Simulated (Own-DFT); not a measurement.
# A layer strained by its substrate: wurtzite AlGaN with randomly placed atoms, 128 atoms (Al48Ga16N64)

No measurement is shown. These are fixed-geometry runs of a retired plane-wave code named Own-DFT, which no person has reviewed; spin and spin-orbit coupling are neglected.

Method: PBE; PseudoDojo norm-conserving scalar-relativistic files (stringent for Ga); cutoff 96 hartree; 3 x 3 x 3 k mesh centred on Gamma; Gaussian smearing of 0.01 eV.

Caveats: k mesh not checked against a denser one; stress not checked against mesh or cutoff.

Unstrained cell vectors in Å: (12.525, 0.000, 0.000); (-6.263, 10.847, 0.000); (0.000, 0.000, 10.066). The unstrained cell has measured lattice constants (interpolated for alloys), not those of this functional. That, the random moves and any unrelaxed bonds set the pressure at no strain. Each run strains x and y alike by e, as a substrate would, and holds the height along z. Each atom got a random Gaussian move of width 0.05 Å along each axis. The random placing of the alloy's atoms differs from row to row. Stress is positive in tension.

```
e (%)  u (Å)  (s_xx + s_yy)/2 (GPa)  s_zz (GPa)
-2.75  0.051                 -25.72       -9.66
-2.50  0.048                 -21.67      -12.00
-2.25  0.051                 -20.43      -11.35
-1.75  0.052                      ?           ?
-1.50  0.052                 -15.92       -9.49
-1.25  0.052                 -14.01       -8.87
-1.00  0.050                 -12.36       -8.36
 0.25  0.049                  -5.38       -5.21
 1.25  0.053                   0.11       -3.67
 2.00  0.051                   4.23       -3.22
```

## Analysis

With e as a fraction, the in-plane stress is -6.4 + 577 e - 2879 e² GPa (errors 18 and 1157, scatter 0.71), and s_zz is -6.4 + 184 e GPa (slope ± 19, scatter 0.93). At e = 0 the first slope is C11 + C12 and the second 2 C13, both with the ions held to the strained lattice and at the cell's own pressure. A free layer would change its height as e changes, and the in-plane slope would drop by 2 C13²/C33 to the biaxial modulus. At fixed height, a misfit of 1 % moves the in-plane stress by about 5.8 GPa and s_zz by 1.8 GPa.

## Test on the hidden row

Question: what are the two stresses at e = -1.75 %?

The fitted form gives -17.4 and -9.6 GPa. The calculation gave -17.11 and -11.60 GPa.
